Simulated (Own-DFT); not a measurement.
# What a defect does to the pressure of its cell: 4H SiC

Source: density functional calculations with Own-DFT, an unreviewed in-house program that is no longer used. Nothing was measured or relaxed, and spin and spin-orbit coupling are left out.

All runs used: PBE; PseudoDojo norm-conserving scalar-relativistic files; cutoff 42 hartree; 4 x 4 x 3 k mesh centred on Gamma; Fermi-Dirac smearing of 0.1 eV.

Known weak points (not all hold for every row): some atoms lie very close together; not probed for a lower state with spin; forces on such cells passed a denser k mesh, each cell not checked; stress not checked against mesh or cutoff.

All runs share one cell, with vectors in Å (9.248, 0.000, 0.000); (-4.624, 8.009, 0.000); (0.000, 0.000, 10.068) and a volume of 745.7 Å³. u is the rms random offset of the atoms per axis. The defect's site can differ from row to row.

```
                                     cell     formula   u (Å)  P (GPa)
                                no defect     C36Si36  0.0282     3.59
                                no defect     C36Si36  0.0290     3.70
                                no defect     C36Si36  0.0636     7.00
                   two N on a C site each   C34N2Si36  0.0308     2.67
                   two N on a C site each   C34N2Si36  0.0309     2.84
                   two N on a C site each   C34N2Si36  0.0544     4.41
                       one Si on a C site     C35Si37  0.0514    11.86
                       one Si on a C site     C35Si37  0.0518    12.13
                       one Si on a C site     C35Si37  0.0573    12.58
                       one C on a Si site     C37Si35  0.0444     2.70
                       one C on a Si site     C37Si35  0.0489        ?
                       one C on a Si site     C37Si35  0.0493     3.35
                       one C on a Si site     C37Si35  0.0500     3.26
one Al on a Si site and one N on a C site  AlC35NSi35  0.0486     5.11
one Al on a Si site and one N on a C site  AlC35NSi35  0.0502     5.47
one Al on a Si site and one N on a C site  AlC35NSi35  0.0516     5.25
```

## Fit

P = P0 + c u² + a shift for each defect gives P0 = 2.91 GPa, c = 981 ± 49 GPa/Å² and a scatter of 0.15 GPa. The shifts, and each times the cell's volume:

- one Si on a C site: 6.47 ± 0.14 GPa, 30.1 eV
- one Al on a Si site and one N on a C site: -0.10 ± 0.13 GPa, -0.5 eV (not resolved)
- two N on a C site each: -1.19 ± 0.13 GPa, -5.5 eV (-2.8 eV for each of its 2 sites)
- one C on a Si site: -2.06 ± 0.13 GPa, -9.6 eV

Against the defect-free cell, a freed cell would be larger where the shift is positive and smaller where it is negative (160.2 GPa Å³ is 1 eV). The atoms around the defects weren't relaxed, which would change these numbers.

## Check

Asked: what pressure belongs in the blank (one C on a Si site, u = 0.0489 Å)?

From the fit: 3.19 ± 0.18 GPa. The run itself gave 3.65 GPa.
